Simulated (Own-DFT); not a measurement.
# Computed records: Al3GaAs4 (zincblende random alloy, strained, atoms displaced)

Computed with Own-DFT development build. A calculation, not a measurement: plane-wave density functional theory by an unreviewed code, no spin, of a simulated periodic cell, stress positive in tension, run twice, with PBE and with PBEsol, both on files made for PBE, so the change isn't that of files made for PBEsol, forces on such cells passed a denser k mesh, this cell's mesh not checked; the far tail of each file's local potential was reset to the Coulomb form; each entry is a single point on an unrelaxed cell, so the pressure reflects the starting lattice, mostly measured values (interpolated for alloys), from which strain is counted, and rises with the displacements; printed positions are rounded, which can move forces by about a meV/angstrom; the program, named Own-DFT, is a retired in-house code; no spin-orbit coupling; stress was not checked against mesh or cutoff.

Common to all runs: functional PBE, then PBEsol; potential files PseudoDojo norm-conserving, scalar-relativistic, standard set; wave cutoff 42 hartree; occupations Fermi-Dirac; smearing width 0.1 eV; k mesh 3 x 3 x 3 centred on Gamma.

(1) Al3GaAs4 (zincblende random alloy, strained, atoms displaced)

```
Al3GaAs4
1.0
     11.4270     0.0925    -0.0997
      0.0925    11.2543     0.0098
     -0.0997     0.0098    11.4065
Ga Al Ga As Al As Al As Al Ga As Ga Al Ga As Al Ga Al As Al As Al As
2 1 1 4 4 4 4 4 2 2 4 1 2 1 4 1 1 2 4 4 4 4 4
Direct
  0.99832 0.99924 0.99580
  0.99908 0.25218 0.24895
  0.24454 0.00401 0.25459
  0.24526 0.24681 0.99691
  0.13321 0.12313 0.12177
  0.12716 0.37475 0.37873
  0.37430 0.12571 0.38062
  0.37434 0.37621 0.13567
  0.99615 0.00027 0.50778
  0.99795 0.25530 0.74724
  0.24085 0.99882 0.74812
  0.24803 0.25023 0.49744
  0.12495 0.13261 0.62746
  0.12169 0.37511 0.87271
  0.36930 0.12519 0.87444
  0.37667 0.37296 0.63289
  0.00441 0.50510 0.99165
  0.00489 0.74623 0.25577
  0.25190 0.49836 0.24251
  0.25106 0.75856 0.00915
  0.12477 0.62659 0.12733
  0.12160 0.87907 0.37129
  0.37641 0.62471 0.36593
  0.37134 0.87597 0.12981
  0.00095 0.50072 0.49907
  0.00013 0.75447 0.75549
  0.25064 0.50379 0.74802
  0.24433 0.74126 0.50086
  0.13008 0.62573 0.62608
  0.12243 0.87297 0.87353
  0.38026 0.62037 0.87966
  0.37843 0.87431 0.62462
  0.49685 0.00319 0.99770
  0.49883 0.25301 0.25120
  0.76220 0.00228 0.25204
  0.75223 0.24414 0.99961
  0.62133 0.12549 0.12824
  0.62203 0.37753 0.37481
  0.87895 0.12609 0.37879
  0.87764 0.37876 0.13064
  0.50397 0.99741 0.50029
  0.49385 0.24928 0.75445
  0.74185 0.99611 0.75037
  0.75170 0.25467 0.49673
  0.63327 0.12313 0.62552
  0.61946 0.36859 0.88115
  0.87940 0.12771 0.87858
  0.88246 0.37088 0.61917
  0.49767 0.49278 0.00348
  0.50388 0.74760 0.24923
  0.75199 0.50080 0.24437
  0.74539 0.75450 0.00161
  0.61852 0.62328 0.12165
  0.62642 0.87483 0.37799
  0.87604 0.61786 0.37394
  0.87268 0.87480 0.11972
  0.49914 0.50009 0.50418
  0.50164 0.75442 0.75129
  0.74554 0.50259 0.75255
  0.74838 0.74725 0.49804
  0.62881 0.63389 0.62612
  0.62290 0.88060 0.87251
  0.87499 0.62880 0.87679
  0.86826 0.87981 0.62495
```

```
PBE pressure                                      : 2.36 GPa
PBE stress xx                                     : -2.02 GPa
PBE stress yy                                     : -2.9 GPa
PBE stress zz                                     : -2.15 GPa
PBE stress yz                                     : 0.51 GPa
PBE stress xz                                     : -1.31 GPa
PBE stress xy                                     : 1.56 GPa
PBEsol pressure                                   : 0.24 GPa
PBEsol stress xx                                  : 0.1 GPa
PBEsol stress yy                                  : -0.78 GPa
PBEsol stress zz                                  : -0.04 GPa
PBEsol stress yz                                  : 0.48 GPa
PBEsol stress xz                                  : -1.28 GPa
PBEsol stress xy                                  : 1.51 GPa
rms change of force components from PBE to PBEsol : 0.036 eV/Å
```

Force:
```csv
force element,PBE force x (eV/Å),PBE force y (eV/Å),PBE force z (eV/Å),PBEsol force x (eV/Å),PBEsol force y (eV/Å),PBEsol force z (eV/Å)
Ga,0.432,-0.093,0.651,0.41,-0.079,0.616
Ga,0.662,-0.51,0.268,0.632,-0.478,0.259
Al,0.891,-0.265,0.152,0.883,-0.26,0.152
Ga,0.574,0.652,0.351,0.55,0.617,0.331
As,-1.39,0.197,0.118,-1.402,0.252,0.042
As,-0.11,0.583,-0.852,-0.163,0.527,-0.887
As,0.253,-0.071,-0.483,0.248,-0.068,-0.475
As,-0.043,-0.605,-1.736,-0.076,-0.628,-1.739
Al,0.569,0.047,-0.152,0.563,0.049,-0.148
Al,0.173,-0.715,0.681,0.175,-0.707,0.669
Al,0.767,-0.169,-0.026,0.75,-0.164,-0.027
Al,0.54,-0.011,0.792,0.528,-0.016,0.78
As,-0.234,-0.41,-0.38,-0.233,-0.394,-0.372
As,0.416,0.351,-0.225,0.513,0.33,-0.217
As,-0.106,-0.279,-0.334,-0.047,-0.22,-0.264
As,-0.507,0.435,-1.181,-0.494,0.415,-1.032
Al,-0.266,-0.334,1.075,-0.256,-0.327,1.06
Al,-0.83,0.174,-0.444,-0.812,0.168,-0.439
Al,-0.699,0.3,1.223,-0.694,0.296,1.201
Al,-0.116,-1.077,-0.754,-0.118,-1.058,-0.741
As,0.048,0.054,-0.606,0.046,0.056,-0.591
As,-0.075,-0.089,0.994,-0.034,-0.136,1.02
As,-0.201,-0.171,0.813,-0.247,-0.131,0.84
As,0.689,0.692,0.248,0.719,0.724,0.201
Al,0.468,-0.211,0.355,0.46,-0.213,0.345
Al,-0.479,-0.486,-0.922,-0.473,-0.475,-0.902
Ga,0.411,-0.485,0.793,0.408,-0.47,0.761
Ga,0.992,0.909,-0.728,0.962,0.879,-0.699
As,-1.438,0.086,0.122,-1.276,0.081,0.115
As,0.56,0.337,0.413,0.492,0.388,0.465
As,-0.576,0.974,-0.23,-0.615,0.905,-0.281
As,-0.835,0.179,-0.173,-0.86,0.132,-0.209
Ga,-0.093,-0.185,0.574,-0.086,-0.161,0.547
Al,0.113,-0.687,0.579,0.107,-0.676,0.566
Al,-0.984,-0.216,-0.058,-0.965,-0.209,-0.064
Ga,-0.111,0.36,0.782,-0.115,0.344,0.745
As,0.483,-0.157,-0.001,0.474,-0.16,-0.108
As,0.36,0.303,-0.1,0.351,0.301,-0.103
As,-0.017,0.307,-0.277,0.036,0.352,-0.319
As,0.008,-0.011,-1.468,0.033,-0.122,-1.419
Al,-0.139,0.265,0.398,-0.139,0.26,0.39
Ga,0.819,-0.733,-0.06,0.781,-0.688,-0.048
Al,1.171,0.581,0.504,1.15,0.572,0.501
Al,-0.19,-0.412,0.144,-0.185,-0.402,0.141
As,-1.011,0.892,-0.418,-1.032,0.908,-0.374
As,0.652,0.478,-0.521,0.639,0.355,-0.513
As,-0.549,-0.161,-1.194,-0.538,-0.172,-1.043
As,-1.159,1.16,0.253,-1.13,1.135,0.241
Al,-0.119,-0.154,0.238,-0.123,-0.158,0.234
Al,-0.18,0.458,0.215,-0.177,0.454,0.211
Al,-0.658,-0.043,0.518,-0.649,-0.045,0.514
Al,-0.163,-0.457,-0.163,-0.16,-0.446,-0.162
As,0.746,0.187,-0.123,0.726,0.179,-0.123
As,0.251,0.141,-0.938,0.248,0.137,-0.916
As,-0.24,0.876,-0.038,-0.235,0.854,-0.04
As,0.653,-0.134,0.685,0.699,-0.08,0.617
Al,-0.062,0.242,0.033,-0.061,0.24,0.034
Al,-0.299,-0.599,0.289,-0.298,-0.591,0.282
Al,0.366,-0.655,-0.02,0.359,-0.643,-0.021
Al,0.663,0.062,-0.041,0.649,0.061,-0.039
As,-0.56,-0.694,-0.02,-0.547,-0.671,-0.019
As,-0.223,-0.39,0.577,-0.277,-0.331,0.619
As,-0.489,0.131,-0.303,-0.48,0.133,-0.298
As,0.425,-0.74,0.133,0.407,-0.722,0.129
```

(2) Al3GaAs4 (zincblende random alloy, strained, atoms displaced)

```
Al3GaAs4
1.0
     11.3174     0.1060    -0.0457
      0.1060    11.1309    -0.1693
     -0.0457    -0.1693    11.1916
Al Ga Al Ga As Al Ga As Al As Al Ga Al As Al Ga As Al Ga Al Ga As Al Ga As Al As
1 1 1 1 4 3 1 4 4 4 2 1 1 4 3 1 4 1 1 1 1 4 3 1 4 4 4
Direct
  0.99635 0.00653 0.00122
  0.99936 0.25298 0.25222
  0.24813 0.99448 0.25697
  0.24802 0.24589 0.99657
  0.12827 0.12959 0.12968
  0.12572 0.37242 0.36882
  0.37333 0.12443 0.37900
  0.37589 0.37561 0.12550
  0.99756 0.99781 0.49748
  0.99743 0.24858 0.75745
  0.24305 0.00188 0.75021
  0.25520 0.25205 0.50298
  0.13008 0.12290 0.62447
  0.12921 0.37803 0.87124
  0.38195 0.12371 0.87920
  0.37066 0.37700 0.62248
  0.99985 0.49874 0.99822
  0.99653 0.74891 0.24875
  0.24747 0.50752 0.24985
  0.24050 0.74990 0.00231
  0.12400 0.62617 0.12657
  0.12864 0.88627 0.38209
  0.38156 0.62825 0.36907
  0.37888 0.87367 0.12490
  0.99702 0.50585 0.50648
  0.00030 0.73958 0.74514
  0.25184 0.49684 0.74674
  0.25448 0.75079 0.50442
  0.12843 0.62908 0.63350
  0.11800 0.87746 0.88201
  0.37508 0.61845 0.87432
  0.36966 0.87916 0.62503
  0.49580 0.00358 0.00654
  0.49968 0.24997 0.25129
  0.75542 0.99713 0.25311
  0.75793 0.25347 0.99237
  0.61934 0.12186 0.12006
  0.62273 0.37115 0.37445
  0.87971 0.12344 0.38523
  0.87242 0.37426 0.12554
  0.49579 0.99764 0.49712
  0.49788 0.24954 0.75634
  0.75465 0.99826 0.75056
  0.75543 0.25647 0.50058
  0.62686 0.12236 0.62539
  0.62001 0.36766 0.87273
  0.87687 0.12719 0.87438
  0.88242 0.37164 0.62835
  0.49775 0.49847 0.00098
  0.49891 0.74866 0.25207
  0.75408 0.49971 0.25519
  0.75188 0.74577 0.99609
  0.63112 0.62549 0.13116
  0.62974 0.87146 0.37942
  0.87134 0.62125 0.37882
  0.88445 0.87397 0.12562
  0.50067 0.50002 0.49938
  0.50005 0.75303 0.75243
  0.75273 0.50667 0.75288
  0.74848 0.74892 0.49316
  0.62285 0.62516 0.62282
  0.62382 0.87472 0.87498
  0.87328 0.62085 0.87359
  0.87459 0.87668 0.62973
```

```
PBE pressure                                      : 5.69 GPa
PBE stress xx                                     : -5.16 GPa
PBE stress yy                                     : -6.12 GPa
PBE stress zz                                     : -5.79 GPa
PBE stress yz                                     : -2.18 GPa
PBE stress xz                                     : -0.79 GPa
PBE stress xy                                     : 1.7 GPa
PBEsol pressure                                   : 3.42 GPa
PBEsol stress xx                                  : -2.89 GPa
PBEsol stress yy                                  : -3.85 GPa
PBEsol stress zz                                  : -3.51 GPa
PBEsol stress yz                                  : -2.11 GPa
PBEsol stress xz                                  : -0.77 GPa
PBEsol stress xy                                  : 1.65 GPa
rms change of force components from PBE to PBEsol : 0.041 eV/Å
```

Force:
```csv
force element,PBE force x (eV/Å),PBE force y (eV/Å),PBE force z (eV/Å),PBEsol force x (eV/Å),PBEsol force y (eV/Å),PBEsol force z (eV/Å)
Al,0.38,0.081,0.766,0.371,0.083,0.753
Ga,-0.557,-0.622,-0.072,-0.507,-0.595,-0.075
Al,0.489,0.707,-0.855,0.481,0.701,-0.839
Ga,0.162,0.449,0.455,0.176,0.443,0.442
As,-0.088,-0.685,-0.32,-0.098,-0.562,-0.312
As,0.353,1.22,1.18,0.32,1.081,1.143
As,0.5,0.056,-0.842,0.421,0.12,-0.758
As,-0.305,0.106,0.044,-0.351,0.056,-0.004
Al,0.105,0.113,1.689,0.108,0.115,1.668
Al,0.995,-0.15,-0.654,0.98,-0.148,-0.646
Al,0.422,-0.283,1.027,0.416,-0.274,1.008
Ga,-1.199,-0.328,-0.351,-1.147,-0.326,-0.342
As,-0.973,0.728,-0.178,-0.905,0.763,-0.232
As,-0.27,-0.309,0.266,-0.152,-0.299,0.251
As,-1.041,-0.253,-0.829,-1.03,-0.127,-0.818
As,1.481,-0.047,0.12,1.353,-0.096,0.174
Al,-0.042,-0.201,0.411,-0.038,-0.198,0.407
Al,0.546,0.079,1.217,0.536,0.075,1.193
Al,0.281,-0.904,0.125,0.277,-0.896,0.117
Al,0.894,-0.008,-0.2,0.876,-0.01,-0.198
As,-0.312,-0.106,-0.309,-0.311,-0.104,-0.304
As,-0.259,-2.165,-0.566,-0.252,-2.117,-0.552
As,-0.753,-0.402,0.909,-0.733,-0.397,0.888
As,-0.658,-0.153,0.076,-0.644,-0.149,0.076
Al,0.803,-0.773,-0.183,0.788,-0.769,-0.18
Al,-0.993,1.618,1.414,-0.98,1.598,1.399
Ga,-0.291,0.282,0.533,-0.271,0.269,0.517
Al,-0.521,-0.238,-0.519,-0.51,-0.233,-0.508
As,0.844,-0.77,-1.692,0.897,-0.828,-1.601
As,0.261,-0.307,-1.08,0.249,-0.301,-1.06
As,-0.074,1.072,0.125,-0.139,0.987,0.055
As,0.955,-0.1,0.482,0.936,-0.092,0.469
Al,0.096,-1.155,-0.517,0.098,-1.135,-0.508
Al,-0.498,-0.541,-0.213,-0.492,-0.534,-0.212
Al,-0.613,0.321,-0.178,-0.607,0.318,-0.179
Ga,-1.466,-0.232,0.775,-1.412,-0.225,0.735
As,1.834,0.717,0.935,1.837,0.742,0.88
As,0.73,0.509,0.005,0.778,0.452,0.064
As,-0.455,0.578,-1.476,-0.465,0.684,-1.438
As,0.653,0.329,-0.114,0.639,0.206,-0.124
Al,0.434,0.062,0.617,0.423,0.064,0.609
Ga,-0.398,-0.57,-1.244,-0.363,-0.551,-1.188
Al,-1.141,0.327,0.461,-1.124,0.327,0.459
Ga,-0.823,-0.517,0.433,-0.78,-0.505,0.414
As,-0.042,0.283,-0.21,-0.051,0.369,-0.195
As,1.204,1.632,0.328,1.167,1.474,0.308
As,0.092,-0.613,-0.245,0.019,-0.529,-0.172
As,-0.363,0.917,0.148,-0.419,0.845,0.084
Al,0.507,-0.063,0.472,0.496,-0.07,0.461
Al,0.702,0.609,-0.348,0.693,0.604,-0.342
Al,-1.026,-0.564,-0.228,-1.009,-0.557,-0.222
Ga,-0.438,0.628,0.778,-0.417,0.605,0.747
As,-0.236,-0.232,-0.72,-0.179,-0.179,-0.758
As,-0.672,0.769,-1.024,-0.66,0.753,-1.005
As,1.179,0.516,-0.357,1.156,0.505,-0.353
As,-0.935,0.317,-0.575,-0.961,0.262,-0.613
Al,-0.368,-0.152,0.051,-0.358,-0.149,0.052
Al,-0.674,-0.365,-0.286,-0.663,-0.363,-0.285
Al,-1.236,-1.497,-0.805,-1.223,-1.477,-0.796
Al,0.049,-0.03,1.691,0.046,-0.031,1.666
As,0.529,0.268,0.129,0.52,0.265,0.124
As,0.412,0.545,0.347,0.46,0.483,0.394
As,1.169,0.465,0.25,1.086,0.523,0.314
As,0.659,-0.965,-1.067,0.65,-0.946,-1.051
```
